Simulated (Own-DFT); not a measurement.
# Computed records: GaN (wurtzite, strained, atoms displaced)

All values are calculated (Own-DFT development build). A calculation, not a measurement: plane-wave PBE density functional theory by an unreviewed code, no spin, of a simulated periodic cell, stress positive in tension, free energy of the whole cell less one offset for each atom, forces on such cells passed a denser k mesh, this cell's mesh not checked; offsets are fitted by least squares, one for each functional and potential file, so energies compare only between cells with the same atoms and settings and are not formation energies; the far tail of each file's local potential was reset to the Coulomb form; each entry is a single point on an unrelaxed cell, so the pressure reflects the starting lattice, mostly measured values (interpolated for alloys), from which strain is counted, and rises with the displacements; printed positions are rounded, which can move forces by about a meV/angstrom; the program, named Own-DFT, is a retired in-house code; no spin-orbit coupling.

Settings shared by all entries: functional PBE; potential files PseudoDojo norm-conserving, scalar-relativistic, standard set with the stringent files for Ga; wave cutoff 96 hartree; occupations Gaussian; smearing width 0.01 eV; k mesh 3 x 4 x 3 centred on Gamma.

(1) GaN (wurtzite, strained, atoms displaced)

```
GaN
1.0
     12.7560     0.0000     0.0000
     -4.7835     8.2853     0.0000
      0.0000     0.0000    10.5515
Ga N Ga N Ga N Ga N Ga N Ga N Ga N Ga N Ga N Ga N Ga N Ga N Ga N Ga N Ga N Ga N Ga N Ga N Ga N Ga N Ga N Ga N Ga N Ga N
2 2 2 2 2 2 2 2 2 2 2 2 2 2 2 2 2 2 2 2 2 2 2 2 2 2 2 2 2 2 2 2 2 2 2 2 2 2 2 2 2 2 2 2 2 2 2 2
Direct
  0.08681 0.21468 0.00530
  0.17026 0.11712 0.24995
  0.07941 0.22878 0.18613
  0.16376 0.10440 0.43606
  0.08196 0.21754 0.49627
  0.16934 0.11612 0.74917
  0.07917 0.22735 0.69127
  0.16865 0.10726 0.93245
  0.08333 0.54408 0.99895
  0.17333 0.44277 0.25257
  0.08326 0.54946 0.18125
  0.16569 0.43931 0.43859
  0.09069 0.55770 0.49728
  0.16518 0.44893 0.74242
  0.08588 0.55508 0.68761
  0.17007 0.44159 0.94365
  0.08987 0.89142 0.99413
  0.16699 0.77576 0.25542
  0.07499 0.89260 0.18265
  0.16648 0.77379 0.44086
  0.08067 0.89176 0.50397
  0.16574 0.77356 0.74619
  0.08767 0.88707 0.68553
  0.16477 0.78111 0.93009
  0.33154 0.21553 0.00839
  0.41960 0.12117 0.24253
  0.33684 0.23065 0.18953
  0.42147 0.11094 0.44226
  0.33072 0.21535 0.50804
  0.42077 0.11145 0.74589
  0.33201 0.22534 0.69391
  0.41992 0.12124 0.94505
  0.34200 0.56465 0.99796
  0.40723 0.43826 0.25143
  0.32687 0.54670 0.19266
  0.40805 0.43488 0.43073
  0.32875 0.54335 0.49477
  0.41981 0.44599 0.74543
  0.33386 0.55111 0.69030
  0.41957 0.44446 0.93387
  0.33743 0.90201 0.00333
  0.41909 0.76186 0.25172
  0.34376 0.89436 0.18275
  0.41649 0.78009 0.44669
  0.33582 0.88564 0.49394
  0.41830 0.78426 0.75122
  0.33217 0.88874 0.68301
  0.40845 0.77175 0.94369
  0.58644 0.21059 0.99175
  0.67204 0.11234 0.24198
  0.58604 0.22297 0.18812
  0.66625 0.10761 0.43880
  0.58465 0.23250 0.49538
  0.66864 0.11823 0.74862
  0.58407 0.22951 0.69183
  0.66645 0.10930 0.93590
  0.58650 0.55584 0.00169
  0.66853 0.44027 0.24395
  0.58354 0.55895 0.19446
  0.67044 0.44927 0.44061
  0.58856 0.56247 0.50059
  0.66648 0.44501 0.75059
  0.58288 0.55866 0.69228
  0.67062 0.45965 0.92981
  0.58202 0.89199 0.99846
  0.66588 0.78352 0.24705
  0.58198 0.88740 0.18067
  0.65778 0.77146 0.43257
  0.58217 0.88454 0.50155
  0.66392 0.77408 0.73922
  0.58034 0.89007 0.68800
  0.67671 0.78946 0.93748
  0.82410 0.21469 0.00196
  0.91671 0.10502 0.25630
  0.83099 0.22610 0.19565
  0.91734 0.12125 0.43561
  0.82740 0.22031 0.49883
  0.91573 0.11396 0.75493
  0.82929 0.21781 0.69267
  0.92155 0.11391 0.94005
  0.82650 0.54744 0.00398
  0.92228 0.44412 0.25345
  0.83251 0.55799 0.18464
  0.92532 0.45133 0.43928
  0.83279 0.57047 0.49703
  0.91791 0.45659 0.75982
  0.83421 0.55584 0.68567
  0.91830 0.45054 0.93582
  0.83180 0.89200 0.99481
  0.91755 0.77427 0.24496
  0.83101 0.88949 0.18514
  0.91693 0.77368 0.43255
  0.83506 0.89246 0.50206
  0.91555 0.77663 0.74984
  0.83896 0.89258 0.68419
  0.92244 0.78106 0.93354
```

- free energy of cell above offsets: -5.413 eV
- pressure: 3.7 GPa
- stress xx: -5.66 GPa
- stress yy: -5.55 GPa
- stress zz: 0.12 GPa
- stress yz: -0.08 GPa
- stress xz: 0.36 GPa
- stress xy: -0.72 GPa

Force:
```csv
element,x (eV/Å),y (eV/Å),z (eV/Å)
Ga,-0.576,0.926,-0.994
Ga,-0.976,-0.974,-0.162
N,1.308,-1.006,0.907
N,0.212,0.751,0.092
Ga,-0.339,0.265,1.134
Ga,-0.986,-0.559,0.036
N,1.091,-0.867,-1.04
N,0.128,0.828,0.906
Ga,-0.153,1.291,-0.26
Ga,-2.819,-0.415,-0.037
N,0.235,0.866,1.337
N,0.11,-0.054,-0.46
Ga,-1.046,-0.684,0.855
Ga,1.386,-0.578,1.805
N,-1.274,0.229,-0.527
N,0.288,-0.161,-0.959
Ga,-1.301,-0.833,0.442
Ga,-0.058,0.234,-1.364
N,2.462,0.573,0.245
N,-0.146,1.102,-0.601
Ga,0.745,-1.072,-0.396
Ga,0.329,0.571,0.38
N,-1.172,0.648,0.081
N,1.718,-0.74,0.815
Ga,-0.664,1.677,-1.642
Ga,0.91,-1.292,1.357
N,-0.454,-1.63,-0.37
N,-1.262,0.227,-0.986
Ga,0.23,0.231,-0.783
Ga,-1.286,-0.285,0.647
N,1.108,-0.426,-0.955
N,0.892,-0.716,-1.356
Ga,-0.575,-2.689,0.239
Ga,1.88,1.565,-0.035
N,1.513,1.236,-1.345
N,1.227,0.086,1.578
Ga,0.288,1.313,1.5
Ga,-0.885,-0.059,1.252
N,-0.402,0.855,-0.854
N,-0.013,0.002,0.911
Ga,-0.579,-1.772,-0.823
Ga,-1.133,2.007,0.377
N,-1.026,-0.474,1.671
N,1.156,-1.809,-1.821
Ga,-1.06,0.831,0.842
Ga,-0.483,-1.305,-0.036
N,0.404,0.342,0.422
N,0.811,2.687,-1.245
Ga,-2.183,2.49,1.302
Ga,-1.695,-0.93,1.802
N,0.104,-0.202,-0.968
N,-0.825,0.126,-0.567
Ga,1.095,-1.103,0.68
Ga,-0.091,-0.801,-0.477
N,0.396,-0.536,-0.776
N,0.268,-0.526,-0.631
Ga,-1.034,0.72,0.224
Ga,-0.797,1.044,0.857
N,-0.188,-0.801,-0.815
N,-0.601,0.073,-0.904
Ga,-0.932,-1.445,-0.268
Ga,0.251,0.961,-0.381
N,0.746,-0.676,-1.651
N,0.628,-2.06,1.056
Ga,0.489,-1.513,-0.508
Ga,0.769,-0.644,-0.145
N,-0.125,0.249,0.736
N,1.127,1.234,0.579
Ga,-0.516,0.798,0.07
Ga,0.381,1.726,1.766
N,0.649,0.374,0.151
N,-2.443,-1.52,-1.066
Ga,2.388,1.409,0.296
Ga,-0.539,0.453,-1.261
N,1.555,-0.266,-1.614
N,0.42,-1.402,0.72
Ga,0.549,1.296,0.739
Ga,0.085,-0.016,-0.148
N,0.348,1.197,-0.593
N,-0.922,0.275,0.125
Ga,0.93,1.796,-0.944
Ga,-0.54,0.602,0.068
N,0.709,-0.819,0.551
N,-1.274,-0.45,-0.017
Ga,1.934,-2.335,0.944
Ga,0.738,-1.121,-2.005
N,-0.614,0.257,-0.267
N,-0.304,-1.272,1.448
Ga,2.193,0.181,0.774
Ga,-1.266,0.447,0.123
N,0.346,-0.008,0.317
N,-0.634,2.156,-0.158
Ga,-0.202,0.079,-1.009
Ga,0.646,0.243,0.339
N,-0.902,-0.294,0.141
N,-0.879,-0.391,0.584
```

(2) GaN (wurtzite, strained, atoms displaced)

```
GaN
1.0
     12.7560     0.0000     0.0000
     -4.7835     8.2853     0.0000
      0.0000     0.0000    10.5515
Ga N Ga N Ga N Ga N Ga N Ga N Ga N Ga N Ga N Ga N Ga N Ga N Ga N Ga N Ga N Ga N Ga N Ga N Ga N Ga N Ga N Ga N Ga N Ga N
2 2 2 2 2 2 2 2 2 2 2 2 2 2 2 2 2 2 2 2 2 2 2 2 2 2 2 2 2 2 2 2 2 2 2 2 2 2 2 2 2 2 2 2 2 2 2 2
Direct
  0.08406 0.22329 0.00182
  0.16526 0.11012 0.24105
  0.08110 0.22690 0.18767
  0.17011 0.11895 0.42706
  0.08022 0.21353 0.50665
  0.16567 0.10358 0.74905
  0.08543 0.22745 0.68670
  0.17877 0.11350 0.93783
  0.07940 0.54798 0.99890
  0.16520 0.44026 0.25261
  0.08511 0.56114 0.18303
  0.16850 0.44558 0.43652
  0.08686 0.56352 0.49506
  0.16614 0.44943 0.74019
  0.07638 0.54344 0.68827
  0.16462 0.44026 0.93851
  0.08543 0.89572 0.99703
  0.16318 0.77769 0.25249
  0.08881 0.89036 0.18648
  0.16344 0.77143 0.43206
  0.07774 0.88120 0.48685
  0.16939 0.78265 0.75444
  0.08473 0.88971 0.69446
  0.16578 0.77588 0.93507
  0.34249 0.22624 0.00295
  0.41458 0.11187 0.24208
  0.32707 0.22139 0.18857
  0.40955 0.11151 0.42688
  0.32719 0.21285 0.50036
  0.41925 0.11617 0.75599
  0.33033 0.21496 0.69253
  0.42037 0.10730 0.93735
  0.32525 0.54760 0.99583
  0.42110 0.44877 0.24894
  0.33435 0.54936 0.18384
  0.40940 0.44590 0.43804
  0.32405 0.54704 0.50454
  0.41901 0.44102 0.74527
  0.33096 0.55433 0.69206
  0.41779 0.45083 0.93956
  0.33644 0.88391 0.99955
  0.41786 0.76707 0.24761
  0.32885 0.88167 0.19914
  0.41797 0.77975 0.43762
  0.32901 0.88239 0.50183
  0.42095 0.77329 0.75377
  0.33388 0.88867 0.69365
  0.41547 0.77910 0.93939
  0.58708 0.22244 0.99711
  0.66754 0.10659 0.25430
  0.58567 0.22740 0.19243
  0.67796 0.12189 0.43802
  0.58107 0.22249 0.49437
  0.67107 0.11441 0.75364
  0.59426 0.22253 0.69285
  0.66218 0.09570 0.93774
  0.58607 0.55327 0.00142
  0.66193 0.44896 0.24915
  0.57832 0.54540 0.19461
  0.66624 0.44749 0.44261
  0.57822 0.55508 0.50063
  0.67342 0.44199 0.75742
  0.58024 0.55112 0.68958
  0.66401 0.43823 0.93294
  0.58644 0.87886 0.00481
  0.66313 0.76793 0.25876
  0.58358 0.89083 0.18719
  0.66723 0.78698 0.43563
  0.57715 0.88209 0.50090
  0.66833 0.78113 0.74875
  0.58656 0.89765 0.68817
  0.66989 0.77734 0.94370
  0.83056 0.22268 0.00949
  0.91356 0.11937 0.25013
  0.83124 0.21827 0.17889
  0.90987 0.10476 0.43856
  0.83651 0.22068 0.50168
  0.91132 0.11188 0.74662
  0.82735 0.21228 0.68937
  0.91823 0.11418 0.95315
  0.82537 0.55287 0.99010
  0.91581 0.44543 0.24803
  0.83176 0.56244 0.19179
  0.91945 0.44572 0.43903
  0.84029 0.56667 0.49758
  0.92545 0.44758 0.74994
  0.83226 0.55235 0.69019
  0.90805 0.43778 0.93651
  0.83685 0.88487 0.00376
  0.91670 0.78064 0.24642
  0.82817 0.89497 0.18658
  0.91789 0.77849 0.43808
  0.83068 0.88598 0.50490
  0.91439 0.77718 0.74841
  0.82952 0.88894 0.69583
  0.91703 0.78054 0.94256
```

* free energy of cell above offsets: -6.018 eV
* pressure: 3.49 GPa
* stress xx: -6.18 GPa
* stress yy: -4.39 GPa
* stress zz: 0.1 GPa
* stress yz: -0.12 GPa
* stress xz: 0.27 GPa
* stress xy: -0.51 GPa

Force:
```csv
element,x (eV/Å),y (eV/Å),z (eV/Å)
Ga,0.535,-0.352,-0.3
Ga,-0.741,0.442,0.635
N,0.275,-0.845,0.162
N,-0.88,-1.565,1.087
Ga,-0.168,0.542,-1.531
Ga,-0.558,1.325,0.86
N,-0.03,-1.269,0.533
N,-1.585,0.207,-0.069
Ga,-0.316,0.729,-0.143
Ga,0.142,1.002,-0.485
N,-0.12,-1.02,0.732
N,-1.308,-0.747,0.358
Ga,-0.018,-2.045,0.782
Ga,0.592,-0.851,1.809
N,1.175,2.707,-1.417
N,-0.677,0.06,-1.088
Ga,0.844,-0.784,0.267
Ga,0.967,-0.294,-1.164
N,-1.572,-0.121,-0.219
N,-0.147,1.294,1.019
Ga,1.297,1.947,1.459
Ga,0.092,-0.749,-0.36
N,-0.662,-1.05,-1.723
N,0.036,-0.192,0.864
Ga,-0.485,0.043,-0.258
Ga,0.148,-0.465,0.387
N,1.472,0.745,-0.657
N,1.177,-0.447,1.54
Ga,0.343,1.061,-0.041
Ga,1.061,-0.566,-0.88
N,0.254,0.653,-1.055
N,-0.324,0.51,0.839
Ga,0.788,1.014,0.514
Ga,-1.867,-1.653,0.839
N,-0.681,0.121,0.147
N,1.112,-0.382,0.181
Ga,1.109,1.312,-0.155
Ga,-1.004,-0.167,1.082
N,0.726,-0.03,-0.599
N,0.933,-0.661,-0.515
Ga,-1.395,0.283,1.033
Ga,-1.068,0.866,0.318
N,0.812,0.421,-1.633
N,-0.645,-0.936,0.044
Ga,0.388,1.07,-0.171
Ga,-0.677,0.915,-0.053
N,0.309,-0.06,-0.888
N,1.441,-1.14,-0.137
Ga,0.346,-1.357,0.914
Ga,-0.599,0.666,-0.241
N,0.138,-0.537,-0.955
N,-1.712,-1.379,-0.109
Ga,0.389,-0.161,0.619
Ga,-0.358,-0.947,0.55
N,-2.414,0.275,-0.936
N,0.158,1.355,0.515
Ga,-1.036,0.254,-0.121
Ga,2.32,-1.06,1.419
N,-0.034,1.959,-1.658
N,0.018,0.525,-0.567
Ga,0.189,-0.149,0.188
Ga,-1.242,-0.205,-2.359
N,1.043,0.788,-0.206
N,-0.541,0.405,1.375
Ga,-1.273,0.519,-0.215
Ga,-0.119,1.283,-1.626
N,0.455,-0.973,0.663
N,0.516,-1.316,1.299
Ga,0.295,1.694,0.345
Ga,-1.177,-0.971,0.886
N,0.203,-1.436,-0.16
N,0.551,-0.841,-0.938
Ga,0.051,-0.788,-3.093
Ga,1.044,-1.046,0.044
N,-0.834,1.149,3.29
N,1.309,0.343,-0.047
Ga,-0.527,0.813,0.539
Ga,1.358,0.28,1.8
N,0.865,1.895,-0.609
N,-0.12,-0.579,-1.999
Ga,1.598,0.7,1.586
Ga,-0.142,0.131,0
N,0.097,-0.91,-0.985
N,-0.206,0.055,-0.375
Ga,-0.593,-2.408,0.665
Ga,-2.637,-1.666,0.587
N,0.864,0.906,-0.427
N,0.514,0.571,0.042
Ga,-1.28,1.294,0.109
Ga,-0.339,0.749,-0.241
N,0.959,-0.822,1.048
N,-1.299,0.509,-0.607
Ga,-0.172,0.227,-0.273
Ga,0.524,-0.029,0.661
N,1.159,0.024,-1.295
N,0.591,-0.662,-1.052
```
